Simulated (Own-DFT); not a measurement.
# Hybrid less PBE against volume: corundum Al2O3, 78 atoms (Al32O46), with two O vacancies

Calculated, not measured. Each geometry was run twice at fixed positions with Own-DFT, a retired in-house plane-wave program that no person has reviewed: with PBE, and with HSE06 (exact exchange share 0.25 at short range, screening 0.11 per bohr, Gygi-Baldereschi treatment of its divergence). Both used PseudoDojo norm-conserving files made for PBE, a cutoff of 48 hartree, the Gamma point alone, fixed occupations, a neutral cell and no spin. With Gamma alone and a thickness of 7.9 Å, finite-size errors remain in every number. The oxygen file's force components were 24 meV/Å off all-electron values in a glass.

Unstrained cell vectors in Å: (5.494, 0.000, 8.660); (-2.747, 4.758, 8.660); (-2.747, -4.758, 8.660), volume V0 = 679.1 Å³, from measured lattice constants. Each geometry has its own random strain of a few per cent, its own defect sites and random moves of rms u per axis. HSE06 gave the energy alone. D is its energy less that of PBE, over the lowest D shown. The PBE stress wasn't checked against mesh or cutoff.

```
run  V - V0 (Å³)   u (Å)  P with PBE (GPa)  D (eV)
  1          1.8  0.0472              8.60   1.358
  2         -8.9  0.0305             10.90   0.891
  3        -32.6  0.0527             23.95   0.042
  4          0.7  0.0312              7.15   1.195
  5         -6.8  0.0496             12.30   1.114
  6        -32.5  0.0475             22.37   0.000
  7        -11.5  0.0306             12.09   0.722
  8        -10.5  0.0299             11.88   0.772
  9         -4.5  0.0323              9.09   1.016
 10          8.3  0.0326              5.03   1.552
 11          7.9  0.0301              4.58   1.471
 12          8.3  0.0303              4.95   1.533
 13        -11.9  0.0312             12.24       ?
```

## Working it out

D = 1.10 + 0.0401 (V - V0) + 94 u² eV, with an error of 0.0009 on the volume slope, 17 on the last term and a scatter of 0.03 eV. Pressure is -dE/dV, and 1 eV/Å³ is 160.2 GPa, so HSE06 changes the pressure by -6.4 ± 0.1 GPa. With the ions held to the strained lattice, the PBE pressure falls by 268 ± 8 GPa per unit of volume strain; the shape of the strain isn't fitted, so the true error is larger, and a relaxed crystal would be softer. On that slope HSE06's volume at a given pressure is about 2.4 % smaller, or 0.8 % in lengths. At u = 0 and V0 the PBE pressure is 6.2 GPa, which puts the zero-pressure volume, against the measured cell and with the defects in, at +2.3 % for PBE and -0.1 % for HSE06, each good to a few tenths of a per cent.

## The run left out

Question: what D should run 13 give?

From the fit: 0.72 eV, with rows scattering by 0.03. The calculation gave 0.691 eV.
